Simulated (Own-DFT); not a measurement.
## Calculated data, GaN (wurtzite, strained, atoms displaced)

A calculation, not a measurement: plane-wave PBE density functional theory by an unreviewed code, no spin, of a simulated periodic cell, stress positive in tension, free energy of the whole cell less one offset for each atom, forces on such cells passed a denser k mesh, this cell's mesh not checked; offsets are fitted by least squares, one for each functional and potential file, so energies compare only between cells with the same atoms and settings and are not formation energies; the far tail of each file's local potential was reset to the Coulomb form; each entry is a single point on an unrelaxed cell, so the pressure reflects the starting lattice, mostly measured values (interpolated for alloys), from which strain is counted, and rises with the displacements; printed positions are rounded, which can move forces by about a meV/angstrom; the program, named Own-DFT, is a retired in-house code; no spin-orbit coupling. Program: Own-DFT development build.

Settings shared by all entries: functional PBE; potential files PseudoDojo norm-conserving, scalar-relativistic, standard set with the stringent files for Ga; wave cutoff 96 hartree; occupations Gaussian; smearing width 0.01 eV; k mesh 3 x 4 x 3 centred on Gamma.

```yaml
- entry: 1
  formula: GaN
  kind: "wurtzite, strained, atoms displaced"
  structure:
    cell_angstrom:
      - [12.756, 0.0, -0.1276]
      - [-4.7835, 8.2853, 0.0478]
      - [-0.1037, 0.0, 10.37]
    atoms_fractional:
      - [Ga, 0.08485, 0.21916, 0.99571]
      - [Ga, 0.15688, 0.10571, 0.2527]
      - ["N", 0.08188, 0.211, 0.18787]
      - ["N", 0.16839, 0.11517, 0.43317]
      - [Ga, 0.0853, 0.22489, 0.50664]
      - [Ga, 0.16437, 0.11347, 0.74882]
      - ["N", 0.08418, 0.22601, 0.68583]
      - ["N", 0.16759, 0.11464, 0.93452]
      - [Ga, 0.08709, 0.56303, 0.99423]
      - [Ga, 0.17004, 0.43324, 0.2489]
      - ["N", 0.08329, 0.55265, 0.19226]
      - ["N", 0.16116, 0.44204, 0.44005]
      - [Ga, 0.09128, 0.56587, 0.49564]
      - [Ga, 0.17076, 0.44824, 0.7485]
      - ["N", 0.08869, 0.5578, 0.69119]
      - ["N", 0.16479, 0.44065, 0.94214]
      - [Ga, 0.07968, 0.88475, 3.0e-05]
      - [Ga, 0.16594, 0.77647, 0.25416]
      - ["N", 0.09375, 0.89344, 0.1862]
      - ["N", 0.16642, 0.78467, 0.42589]
      - [Ga, 0.085, 0.88644, 0.5069]
      - [Ga, 0.16739, 0.77361, 0.7541]
      - ["N", 0.08546, 0.88524, 0.69106]
      - ["N", 0.16131, 0.77076, 0.93979]
      - [Ga, 0.33081, 0.22227, 0.01137]
      - [Ga, 0.41627, 0.10873, 0.24012]
      - ["N", 0.34408, 0.23557, 0.19021]
      - ["N", 0.41741, 0.11232, 0.45198]
      - [Ga, 0.32418, 0.21915, 0.49283]
      - [Ga, 0.41746, 0.11046, 0.74466]
      - ["N", 0.3315, 0.22464, 0.68302]
      - ["N", 0.41186, 0.10964, 0.93515]
      - [Ga, 0.32887, 0.54874, 0.99609]
      - [Ga, 0.41679, 0.44447, 0.24004]
      - ["N", 0.33256, 0.56017, 0.18721]
      - ["N", 0.40884, 0.44013, 0.43536]
      - [Ga, 0.34103, 0.55903, 0.50255]
      - [Ga, 0.41569, 0.44217, 0.74553]
      - ["N", 0.33038, 0.54895, 0.69258]
      - ["N", 0.41829, 0.45599, 0.93884]
      - [Ga, 0.34134, 0.89606, 0.00152]
      - [Ga, 0.42115, 0.7865, 0.2403]
      - ["N", 0.33335, 0.87917, 0.18858]
      - ["N", 0.42017, 0.78344, 0.44165]
      - [Ga, 0.32899, 0.8881, 0.49463]
      - [Ga, 0.41658, 0.78476, 0.7412]
      - ["N", 0.34114, 0.88878, 0.68915]
      - ["N", 0.42473, 0.78449, 0.93811]
      - [Ga, 0.57849, 0.21816, 0.00347]
      - [Ga, 0.66162, 0.10678, 0.25004]
      - ["N", 0.58405, 0.21503, 0.19514]
      - ["N", 0.6672, 0.1185, 0.43877]
      - [Ga, 0.57743, 0.23011, 0.4973]
      - [Ga, 0.67311, 0.11111, 0.74958]
      - ["N", 0.58509, 0.21547, 0.68919]
      - ["N", 0.65858, 0.11296, 0.93298]
      - [Ga, 0.58029, 0.55086, 0.00359]
      - [Ga, 0.65852, 0.43517, 0.26061]
      - ["N", 0.58371, 0.55808, 0.18122]
      - ["N", 0.67346, 0.44377, 0.43588]
      - [Ga, 0.57848, 0.55212, 0.48921]
      - [Ga, 0.66683, 0.44142, 0.74714]
      - ["N", 0.57581, 0.54373, 0.68807]
      - ["N", 0.67227, 0.43868, 0.93669]
      - [Ga, 0.58238, 0.88618, 0.9957]
      - [Ga, 0.66531, 0.77811, 0.25003]
      - ["N", 0.58265, 0.88394, 0.18231]
      - ["N", 0.6692, 0.78583, 0.4317]
      - [Ga, 0.59283, 0.89579, 0.49588]
      - [Ga, 0.66037, 0.77196, 0.75649]
      - ["N", 0.59042, 0.89368, 0.68836]
      - ["N", 0.67299, 0.77916, 0.94105]
      - [Ga, 0.82421, 0.2103, 0.00188]
      - [Ga, 0.91888, 0.11195, 0.25128]
      - ["N", 0.83479, 0.2159, 0.19131]
      - ["N", 0.91396, 0.11326, 0.43722]
      - [Ga, 0.82773, 0.209, 0.4977]
      - [Ga, 0.92147, 0.10906, 0.75238]
      - ["N", 0.83256, 0.21981, 0.6912]
      - ["N", 0.91859, 0.11156, 0.93873]
      - [Ga, 0.83427, 0.55677, 0.99983]
      - [Ga, 0.91605, 0.44377, 0.25424]
      - ["N", 0.83657, 0.55997, 0.18922]
      - ["N", 0.91287, 0.44153, 0.43669]
      - [Ga, 0.83452, 0.56085, 0.49653]
      - [Ga, 0.92399, 0.44368, 0.75479]
      - ["N", 0.83772, 0.55967, 0.69866]
      - ["N", 0.90888, 0.43928, 0.9345]
      - [Ga, 0.83818, 0.89002, 0.99799]
      - [Ga, 0.91543, 0.77651, 0.24754]
      - ["N", 0.82919, 0.87973, 0.19537]
      - ["N", 0.91901, 0.79016, 0.42909]
      - [Ga, 0.83952, 0.89403, 0.50195]
      - [Ga, 0.91222, 0.7757, 0.7549]
      - ["N", 0.82952, 0.88159, 0.68706]
      - ["N", 0.92621, 0.78941, 0.94274]
  results:
    "free_energy_of_cell_above_offsets [eV]": "-4.873"
    "pressure [GPa]": 6.96
    "stress_xx [GPa]": -7.91
    "stress_yy [GPa]": -5.8
    "stress_zz [GPa]": -7.16
    "stress_yz [GPa]": -0.31
    "stress_xz [GPa]": -2.6
    "stress_xy [GPa]": 0.75
    force_element: [Ga, Ga, "N", "N", Ga, Ga, "N", "N", Ga, Ga, "N", "N", Ga, Ga, "N", "N", Ga, Ga, "N", "N", Ga, Ga, "N", "N", Ga, Ga, "N", "N", Ga, Ga, "N", "N", Ga, Ga, "N", "N", Ga, Ga, "N", "N", Ga, Ga, "N", "N", Ga, Ga, "N", "N", Ga, Ga, "N", "N", Ga, Ga, "N", "N", Ga, Ga, "N", "N", Ga, Ga, "N", "N", Ga, Ga, "N", "N", Ga, Ga, "N", "N", Ga, Ga, "N", "N", Ga, Ga, "N", "N", Ga, Ga, "N", "N", Ga, Ga, "N", "N", Ga, Ga, "N", "N", Ga, Ga, "N", "N"]
    "force_x [eV/angstrom]": [-0.531, 2.111, -0.928, -1.601, -0.608, 1.246, -0.047, 0.439, -0.645, -1.416, 0.302, 1.463, -1.147, -0.339, -0.4, -0.43, 2.308, 0.516, -1.304, 0.085, -0.793, 0.453, -0.615, 0.864, 0.149, -0.15, -0.833, -1.678, 1.975, -0.191, -0.012, -0.169, 0.0, -0.476, 0.58, 1.229, -1.642, -0.106, 0.414, 0.66, -0.616, 1.034, -1.755, -0.003, 1.354, 2.904, -3.453, -1.958, 0.266, 2.18, -1.427, -0.785, 2.223, -0.99, -0.642, 1.222, 1.223, 0.939, 0.352, -2.047, 0.318, 0.329, 0.826, -1.984, 1.236, 0.409, -0.044, 0.647, -1.405, 0.703, -0.597, -0.648, 0.332, -0.175, -1.292, 1.439, -0.152, -1.219, 1.373, -0.435, 0.294, 0.403, -0.659, 0.495, 1.345, -1.042, -0.124, 1.339, -0.482, 0.828, 0.066, 1.004, -0.77, 0.873, -0.046, -1.939]
    "force_y [eV/angstrom]": [0.189, -0.396, 1.192, -1.285, -0.094, -0.239, -0.374, -0.567, -2.612, 1.133, -0.141, 0.398, -1.296, -0.583, -0.017, 0.217, 1.538, -0.831, -0.268, -0.189, 0.459, 0.844, 0.392, 2.297, 0.368, -0.505, -2.699, -0.262, 0.606, 0.562, -0.876, 0.747, 1.742, 2.167, -0.555, 0.316, 0.273, -0.413, 1.474, -1.831, -1.382, -1.808, 1.941, -0.293, 0.176, -1.44, 0.546, -1.385, 0.696, -0.474, 0.934, -0.648, -0.938, 0.103, 0.861, -0.836, 0.386, 1.281, -0.668, 0.603, 0.687, -0.377, 1.309, 0.331, 0.755, -0.141, 0.887, -1.276, -0.012, -0.265, -0.925, -0.424, 1.129, -1.038, 0.372, -0.257, 2.165, -0.166, 0.369, -0.105, -0.005, -0.103, -1.175, 0.538, 0.447, -0.256, -0.69, 0.079, 0.08, 0.241, 1.523, -0.96, -0.323, 0.299, 0.652, -1.899]
    "force_z [eV/angstrom]": [0.705, -0.349, -0.82, 0.979, -1.67, -0.09, 1.096, 0.611, 1.866, 0.302, -0.608, -0.242, 0.267, 0.717, -0.958, -0.967, 0.496, -3.095, -0.036, 3.577, -1.056, -0.107, 0.05, -0.338, -2.573, 1.794, 0.299, -2.432, 1.072, 0.027, 0.256, 0.649, 0.507, 1.257, -0.254, -0.829, -0.323, 1.071, -0.82, -0.405, -0.681, 1.842, -0.398, -0.71, 0.721, 1.442, -1.077, -0.805, -0.677, 0.494, -1.111, -0.424, 1.489, -0.078, -0.552, 1.146, -1.809, -3.02, 2.315, 1.311, 1.155, 0.392, -0.934, 0.461, 0.021, -0.752, 0.35, 1.066, 0.799, -0.939, -0.417, 0.003, -0.162, -0.086, -0.485, 0.401, 0.89, -0.482, -0.62, 0.055, 0.317, -1.011, -0.058, 1.298, 1.058, -1.09, -1.712, 1.395, 1.257, -0.409, -1.502, 1.816, -0.487, -0.24, 0.494, -0.887]
- entry: 2
  formula: GaN
  kind: "wurtzite, strained, atoms displaced"
  structure:
    cell_angstrom:
      - [12.756, 0.0, -0.1276]
      - [-4.7835, 8.2853, 0.0478]
      - [-0.1037, 0.0, 10.37]
    atoms_fractional:
      - [Ga, 0.08472, 0.22673, 0.99852]
      - [Ga, 0.16754, 0.1182, 0.25024]
      - ["N", 0.08877, 0.22635, 0.1834]
      - ["N", 0.16913, 0.10895, 0.44164]
      - [Ga, 0.08162, 0.21771, 0.50021]
      - [Ga, 0.17607, 0.1119, 0.7556]
      - ["N", 0.08169, 0.21559, 0.6859]
      - ["N", 0.1685, 0.11012, 0.93645]
      - [Ga, 0.08556, 0.55404, 0.01143]
      - [Ga, 0.16079, 0.43284, 0.24712]
      - ["N", 0.08, 0.54982, 0.18286]
      - ["N", 0.16729, 0.44467, 0.44579]
      - [Ga, 0.08108, 0.55008, 0.49724]
      - [Ga, 0.17155, 0.45216, 0.74533]
      - ["N", 0.08278, 0.56553, 0.69201]
      - ["N", 0.1561, 0.43641, 0.94634]
      - [Ga, 0.08464, 0.88512, 0.00526]
      - [Ga, 0.16951, 0.78176, 0.25333]
      - ["N", 0.08777, 0.88535, 0.18289]
      - ["N", 0.16406, 0.7805, 0.44005]
      - [Ga, 0.07879, 0.89044, 0.50318]
      - [Ga, 0.15892, 0.77068, 0.75026]
      - ["N", 0.08543, 0.89497, 0.68724]
      - ["N", 0.17327, 0.7835, 0.94044]
      - [Ga, 0.33413, 0.23246, 0.99777]
      - [Ga, 0.42409, 0.11117, 0.24317]
      - ["N", 0.33477, 0.22404, 0.18428]
      - ["N", 0.40848, 0.09875, 0.44233]
      - [Ga, 0.33736, 0.23233, 0.50024]
      - [Ga, 0.40855, 0.10713, 0.74759]
      - ["N", 0.32746, 0.22173, 0.6952]
      - ["N", 0.42235, 0.10468, 0.94146]
      - [Ga, 0.33481, 0.55782, 0.99486]
      - [Ga, 0.41619, 0.44196, 0.24766]
      - ["N", 0.32954, 0.5591, 0.17856]
      - ["N", 0.42102, 0.45151, 0.44633]
      - [Ga, 0.33168, 0.55602, 0.50081]
      - [Ga, 0.41802, 0.44265, 0.74824]
      - ["N", 0.33743, 0.55213, 0.68422]
      - ["N", 0.41252, 0.43776, 0.93368]
      - [Ga, 0.33868, 0.89283, 0.99972]
      - [Ga, 0.41719, 0.76324, 0.24647]
      - ["N", 0.33185, 0.89096, 0.18666]
      - ["N", 0.42096, 0.78842, 0.43937]
      - [Ga, 0.32506, 0.89251, 0.50198]
      - [Ga, 0.4214, 0.78294, 0.75259]
      - ["N", 0.32658, 0.89232, 0.68392]
      - ["N", 0.41734, 0.78284, 0.93378]
      - [Ga, 0.58293, 0.22412, 0.99732]
      - [Ga, 0.66795, 0.1131, 0.25271]
      - ["N", 0.58382, 0.22884, 0.19185]
      - ["N", 0.67242, 0.11898, 0.43903]
      - [Ga, 0.59014, 0.22973, 0.51046]
      - [Ga, 0.66471, 0.10501, 0.74395]
      - ["N", 0.58461, 0.22343, 0.69196]
      - ["N", 0.66306, 0.10391, 0.93756]
      - [Ga, 0.58227, 0.55269, 0.00084]
      - [Ga, 0.66389, 0.43631, 0.2576]
      - ["N", 0.58733, 0.56139, 0.19685]
      - ["N", 0.66473, 0.44487, 0.44015]
      - [Ga, 0.58582, 0.56128, 0.50365]
      - [Ga, 0.67001, 0.44692, 0.74147]
      - ["N", 0.5848, 0.56189, 0.68408]
      - ["N", 0.65894, 0.43554, 0.94617]
      - [Ga, 0.57629, 0.87643, 0.00156]
      - [Ga, 0.66647, 0.78214, 0.25186]
      - ["N", 0.5865, 0.8949, 0.18294]
      - ["N", 0.66521, 0.78476, 0.44468]
      - [Ga, 0.58677, 0.89211, 0.4986]
      - [Ga, 0.67154, 0.78154, 0.75228]
      - ["N", 0.58395, 0.90548, 0.69505]
      - ["N", 0.66633, 0.77892, 0.94571]
      - [Ga, 0.83034, 0.21072, 0.00159]
      - [Ga, 0.9255, 0.12231, 0.24501]
      - ["N", 0.83991, 0.21872, 0.18972]
      - ["N", 0.91093, 0.1112, 0.44532]
      - [Ga, 0.8299, 0.21793, 0.49943]
      - [Ga, 0.90799, 0.096, 0.74588]
      - ["N", 0.82946, 0.22285, 0.6802]
      - ["N", 0.90588, 0.09902, 0.94304]
      - [Ga, 0.84258, 0.56936, 0.00145]
      - [Ga, 0.91432, 0.43747, 0.24936]
      - ["N", 0.83813, 0.5485, 0.19075]
      - ["N", 0.92108, 0.44767, 0.43171]
      - [Ga, 0.82436, 0.55464, 0.50179]
      - [Ga, 0.91039, 0.4415, 0.74946]
      - ["N", 0.83516, 0.5523, 0.69557]
      - ["N", 0.91192, 0.4493, 0.94113]
      - [Ga, 0.83405, 0.89982, 0.99378]
      - [Ga, 0.91766, 0.77542, 0.25637]
      - ["N", 0.83901, 0.8879, 0.1919]
      - ["N", 0.92236, 0.78698, 0.44213]
      - [Ga, 0.84356, 0.90296, 0.49747]
      - [Ga, 0.92191, 0.77924, 0.75303]
      - ["N", 0.83176, 0.88179, 0.70216]
      - ["N", 0.91378, 0.77418, 0.93985]
  results:
    "free_energy_of_cell_above_offsets [eV]": "-3.421"
    "pressure [GPa]": 7.65
    "stress_xx [GPa]": -6.07
    "stress_yy [GPa]": -9.75
    "stress_zz [GPa]": -7.13
    "stress_yz [GPa]": -0.11
    "stress_xz [GPa]": -2.01
    "stress_xy [GPa]": -0.1
    force_element: [Ga, Ga, "N", "N", Ga, Ga, "N", "N", Ga, Ga, "N", "N", Ga, Ga, "N", "N", Ga, Ga, "N", "N", Ga, Ga, "N", "N", Ga, Ga, "N", "N", Ga, Ga, "N", "N", Ga, Ga, "N", "N", Ga, Ga, "N", "N", Ga, Ga, "N", "N", Ga, Ga, "N", "N", Ga, Ga, "N", "N", Ga, Ga, "N", "N", Ga, Ga, "N", "N", Ga, Ga, "N", "N", Ga, Ga, "N", "N", Ga, Ga, "N", "N", Ga, Ga, "N", "N", Ga, Ga, "N", "N", Ga, Ga, "N", "N", Ga, Ga, "N", "N", Ga, Ga, "N", "N", Ga, Ga, "N", "N"]
    "force_x [eV/angstrom]": [0.113, 1.563, -0.4, -0.839, 0.253, -2.966, -0.337, -0.77, -1.256, -0.005, 0.429, -0.077, -0.276, -0.864, 0.412, 1.507, 0.071, 0.36, -1.42, -0.515, 2.103, 0.672, -0.301, -0.647, 1.003, -1.68, -0.083, 0.693, 0.451, 1.319, 2.121, -2.082, -0.733, 0.082, 0.764, -0.537, 0.599, 0.303, -0.865, 0.042, -0.829, -1.091, 1.239, -0.408, 1.375, -1.203, 0.882, -0.029, 1.361, 0.125, 1.319, -1.451, -1.069, 0.016, -0.827, 0.131, 0.399, 0.431, -0.424, -0.48, -0.182, -0.847, 0.266, 0.72, 0.563, 0.979, -0.381, 1.831, -1.401, -1.689, 1.264, -0.093, -1.593, 0.296, -1.859, 1.492, 0.596, 0.499, 0.736, 1.557, -1.311, 0.778, -1.994, -1.422, 2.534, 2.035, -1.367, 1.563, 1.003, 0.625, -0.854, -1.649, -1.051, 0.206, 0.405, 0.07]
    "force_y [eV/angstrom]": [-2.111, -1.548, -1.102, 0.828, 0.265, -0.759, 0.475, -0.011, 0.735, 2.681, 0.357, -0.708, 1.295, -1.164, -2.803, 1.729, 0.328, -0.69, 0.874, -1.002, 0.273, 2.144, -0.555, -1.03, -2.502, -0.722, 0.019, 3.528, -1.413, 0.304, 1.159, 1.244, -0.411, 0.625, -1.81, -0.315, 1.258, 0.284, 1.092, 2.199, -0.54, 2.729, -0.622, -1.265, -1.242, -0.138, -1.027, -1.532, -0.891, 0.123, -0.964, -0.765, -1.74, 3.709, 0.091, 0.237, 0.142, 1.888, -0.728, 0.093, 0.468, -0.291, -0.351, 2.328, 1.882, 0.405, -0.594, -0.326, 0.581, -0.474, -4.571, -0.985, 1.582, -2.353, 0.112, 1.3, 1.898, 2.918, -0.402, 3.914, -2.596, 0.432, 0.951, -0.656, 0.769, -0.625, 1.369, -1.217, -4.242, -0.254, 0.669, -1.53, -2.395, -0.22, -0.284, 2.193]
    "force_z [eV/angstrom]": [-0.889, 0.1, 0.367, -0.863, 0.455, -0.383, 1.049, 1.183, -3.26, 0.834, 3.421, -1.565, 0.688, 0.584, -1.168, -1.989, -1.502, -0.219, 2.065, -0.261, 0.108, 0.928, 0.62, -0.273, 0.417, 1.47, 0.615, -0.954, 0.184, 0.803, -1.606, -1.02, -0.529, 0.498, 0.918, -1.441, -0.497, -0.097, 1.184, 0.15, 0.479, 1.118, 0.247, -0.329, -0.262, -1.463, 1.278, 0.584, 0.422, -0.61, -0.673, -0.281, -1.336, 2.401, 0.094, 0.215, 0.485, -1.308, -0.645, 0.6, -0.999, 2.235, 1.381, -1.548, -0.673, 0.06, 1.308, -0.612, 0.837, 0.551, -2.059, -1.045, -0.365, 1.092, -0.274, -1.72, -0.296, 0.631, 1.536, -1.958, 0.857, -0.295, 0.255, 1.389, 0.047, 1.176, -1.763, -0.364, 2.388, -1.204, -0.222, 0.002, 0.887, 0.234, -2.219, -0.389]
```
